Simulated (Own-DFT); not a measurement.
# Biaxial strain at fixed height in wurtzite AlGaN with randomly placed atoms, 128 atoms (Al48Ga16N64)

No measurement is shown. These are fixed-geometry runs of a retired plane-wave code named Own-DFT, which no person has reviewed; spin and spin-orbit coupling are neglected.

Common settings: PBE; PseudoDojo norm-conserving scalar-relativistic files (stringent for Ga); cutoff 96 hartree; 3 x 3 x 3 k mesh centred on Gamma; Gaussian smearing of 0.01 eV.

Limits: k mesh not checked against a denser one; stress not checked against mesh or cutoff.

Unstrained cell vectors in Å: (12.525, 0.000, 0.000); (-6.262, 10.847, 0.000); (0.000, 0.000, 10.066). The unstrained cell has measured lattice constants (interpolated for alloys), not those of this functional. That, the random moves and any unrelaxed bonds set the pressure at no strain. Each run strains x and y alike by e, as a substrate would, and holds the height along z. Each atom got a random Gaussian move of width 0.05 Å along each axis. The random placing of the alloy's atoms differs from row to row. Stress is positive in tension.

```
e (%),u (Å),(s_xx + s_yy)/2 (GPa),s_zz (GPa)
-2.50,0.046,-22.40,-9.89
-2.25,0.050,-21.39,-9.43
-1.75,0.050,-17.47,-9.31
-1.25,0.049,-14.69,-7.32
-0.50,0.050,-9.83,-5.95
-0.25,0.051,-8.87,-5.66
1.50,0.051,?,?
1.75,0.048,3.18,-3.35
2.00,0.047,4.43,-4.41
2.75,0.050,7.42,-3.30
```

## Analysis

With e as a fraction, the in-plane stress is -6.9 + 587 e - 1774 e² GPa (errors 7 and 566, scatter 0.41), and s_zz is -5.5 + 133 e - 2223 e² GPa (slope ± 10, scatter 0.53). At e = 0 the first slope is C11 + C12 and the second 2 C13, both with the ions held to the strained lattice and at the cell's own pressure. The term in e² is negative: the layer stiffens under compression and softens under tension. A free layer would change its height as e changes, and the in-plane slope would drop by 2 C13²/C33 to the biaxial modulus. At fixed height, a misfit of 1 % moves the in-plane stress by about 5.9 GPa and s_zz by 1.3 GPa.

## Withheld run

Q: what are the two stresses at e = 1.50 %?

The fit gives 1.5 and -4.0 GPa. The run itself gave 2.00 and -5.29 GPa.
